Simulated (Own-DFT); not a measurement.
# One host, several defects: C40 NbSi2

No measurement is shown. These are fixed-geometry runs of a retired plane-wave code named Own-DFT, which no person has reviewed; spin and spin-orbit coupling are neglected.

All runs used: PBE; PseudoDojo norm-conserving scalar-relativistic files; cutoff 42 hartree; 4 x 4 x 5 k mesh centred on Gamma; cold (Marzari-Vanderbilt) smearing of 0.2 eV.

Known weak points: forces on such cells failed a check on a denser k mesh; stress not checked against mesh or cutoff.

All runs share one cell, with vectors in Å (0.000, 8.324, 0.000); (-9.613, 0.000, 0.000); (0.000, 0.000, 6.586) and a volume of 527.0 Å³. Atoms were moved at random from their sites; u is the rms move along one axis. The defect's site can differ from row to row.

```
                    cell   formula   u (Å)  P (GPa)
               no defect  Nb12Si24  0.0191     1.44
               no defect  Nb12Si24  0.0210     1.54
               no defect  Nb12Si24  0.0548     2.85
two Si on a Nb site each  Nb10Si26  0.0322     1.53
two Si on a Nb site each  Nb10Si26  0.0541     2.80
two Si on a Nb site each  Nb10Si26  0.0542     2.63
          one Si vacancy  Nb12Si23  0.0295     1.03
          one Si vacancy  Nb12Si23  0.0454     1.49
          one Si vacancy  Nb12Si23  0.0465     1.36
two Nb on a Si site each  Nb14Si22  0.0302     7.58
two Nb on a Si site each  Nb14Si22  0.0334     7.62
two Nb on a Si site each  Nb14Si22  0.0479     8.63
two Nb on a Si site each  Nb14Si22  0.0547        ?
```

## Analysis

P = P0 + c u² + a shift for each defect gives P0 = 1.24 GPa, c = 559 ± 53 GPa/Å² and a scatter of 0.16 GPa. The shifts, and each times the cell's volume:

- two Nb on a Si site each: 5.90 ± 0.13 GPa, 19.4 eV (9.7 eV for each of its 2 sites)
- two Si on a Nb site each: -0.20 ± 0.14 GPa, -0.7 eV (-0.3 eV for each of its 2 sites) (not resolved)
- one Si vacancy: -0.89 ± 0.13 GPa, -2.9 eV

A positive shift means that the defect pushes the cell outwards. Shift times volume (160.2 GPa Å³ is 1 eV) depends little on the cell's size, so, taken for each site, it can be compared between cells at like pressure. The atoms around the defects weren't relaxed, which would change these numbers.

## Check

The question: what pressure belongs in the blank (two Nb on a Si site each, u = 0.0547 Å)?

The fit gives 8.81 ± 0.20 GPa. The run itself gave 8.73 GPa.
